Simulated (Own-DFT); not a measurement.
# How strain changes the stress of beta-Si3N4, 112 atoms (N64Si48)

Calculated results; nothing here was measured. They come from Own-DFT, an in-house plane-wave density functional program, since retired, whose code no person has reviewed. Each row is one single-point run on a periodic cell that was not relaxed, without spin or spin-orbit coupling.

Settings of every run: PBE; PseudoDojo norm-conserving scalar-relativistic files; cutoff 42 hartree; 2 x 2 x 4 k mesh centred on Gamma; Fermi-Dirac smearing of 0.1 eV.

Known limits: forces on such cells moved up to 12 meV/angstrom on a denser k mesh; stress not checked against mesh or cutoff.

Unstrained cell vectors in Å: (15.212, 0.000, 0.000); (-7.606, 13.174, 0.000); (0.000, 0.000, 5.818). The unstrained cell has measured lattice constants (interpolated for alloys), not those of this functional. That, the random moves and any unrelaxed bonds set the pressure at no strain. Each run strains this cell uniformly, with the atoms carried along. Every atom was also moved at random, by a Gaussian of width 0.05 Å on each axis. Strain is the symmetric tensor, in per cent. Stress is positive in tension, and the pressure is minus a third of its trace.

```
run  e_xx (%)  e_yy (%)  e_zz (%)  e_yz (%)  e_xz (%)  e_xy (%)  s_xx (GPa)  s_yy (GPa)  s_zz (GPa)  s_yz (GPa)  s_xz (GPa)  s_xy (GPa)  P (GPa)  E (meV/atom)
  1      0.24     -1.29      0.11      0.15     -0.84     -1.14       -6.62      -13.71       -9.37       -0.36       -2.87       -3.95     9.90           0.0
  2      0.57      1.67      1.62      0.56     -1.12      0.63       -1.85        2.34        3.54        2.34       -3.95        1.30    -1.34           6.2
  3     -1.34     -1.62      1.60      0.40     -0.53      0.30      -15.19      -17.36       -2.51        1.59       -2.69        0.28    11.68          27.2
  4      1.67      0.56     -0.14     -1.88      2.00     -1.00        2.00       -5.12       -7.93       -6.46        6.63       -4.33     3.68          33.5
  5      0.08      1.17      1.39      0.93      0.71     -0.30       -4.15       -0.35       -0.17        3.36        2.29       -0.17     1.56          12.9
  6     -0.06      1.07      1.53     -1.77     -1.81      1.65       -6.54       -0.33       -1.20       -6.40       -5.78        6.83     2.69          44.8
  7     -1.61      0.15     -1.31     -1.45      1.31     -0.82      -15.55      -11.12      -21.82       -4.85        5.64       -4.13    16.16          41.8
  8      0.58      1.20     -1.63      1.26     -1.97      0.00       -5.20       -2.11      -19.15        4.70       -6.44       -0.47     8.82          29.1
  9      1.98     -1.90     -1.74     -0.06      1.34     -1.39       -1.94      -16.42      -21.58       -1.21        5.39       -6.64    13.31          41.0
 10     -0.55     -0.25     -0.23      1.40      1.87      0.14      -12.01       -9.28      -11.81        5.15        7.55       -0.17    11.03          29.4
 11     -1.33      1.64      0.55      0.49      1.18     -1.29      -14.14        0.29       -5.27        1.23        2.88       -4.90     6.37          27.9
 12     -1.57     -1.69      0.01     -0.55     -0.15     -0.99      -19.01      -16.16      -14.73       -2.13       -1.44       -2.86    16.64          43.4
 13      0.83      1.84      0.85     -0.06      1.42      1.94        1.73        0.33       -0.94       -0.56        3.19        7.17    -0.37          16.5
 14      0.54     -1.06     -0.12     -1.87     -1.95      0.93       -5.10      -16.15      -11.64       -7.23       -6.75        2.48    10.96          55.9
 15      1.61      0.26     -1.30     -0.50     -1.45      1.11        0.19       -4.53      -19.04       -1.37       -5.54        2.49     7.79          51.3
 16     -1.66     -1.77      0.63     -0.62     -1.16      1.26      -20.02      -23.08       -6.50       -1.47       -2.08        5.69    16.53          68.8
 17      1.76      1.52      1.88     -0.53      0.61     -1.49        4.26        2.74        3.15       -2.76        2.49       -6.02    -3.38          35.9
 18     -1.95      0.61     -1.04      1.74     -0.43      0.48           ?           ?           ?           ?           ?           ?        ?             ?
```

E is the free energy for each atom above the lowest run shown.

## Worked fit

Each stress component was fitted by least squares to a constant and the strains of the runs shown, as fractions, with shears doubled. Shear strains stay in the fit of a normal stress only where such slopes are resolved. The slopes, in GPa:

```
stress  at no strain  per e_xx  per e_yy  per e_zz  scatter
  s_xx          -7.8  544 ± 27  126 ± 26   75 ± 29     1.28
  s_yy          -8.3  105 ± 42  539 ± 40   48 ± 45     1.95
  s_zz         -10.3   81 ± 33   82 ± 31  669 ± 35     1.52
```

Each shear stress against twice its own strain: yz 179 ± 6, xz 170 ± 11, xy 184 ± 11 GPa. These are stiffnesses along x, y and z of the frame in which the cell vectors are given, which need not be the crystal's axes. The atoms are held to the strained lattice; where symmetry lets them move under strain, relaxing them would lower some slopes. The table should be nearly symmetric about its diagonal, and what it lacks of that shows the noise. A ninth of its sum, 252 ± 6 GPa, estimates the bulk modulus near the mean pressure of these runs, 7.8 GPa, so it lies above the value at zero pressure.

## Withheld run

Question: what normal stresses and pressure should run 18 give?

The fit gives s_xx = -18.5, s_yy = -7.6, s_zz = -18.3 and P = 14.8 GPa. The calculation gave -20.46, -7.71, -18.96 and P = 15.71 GPa.
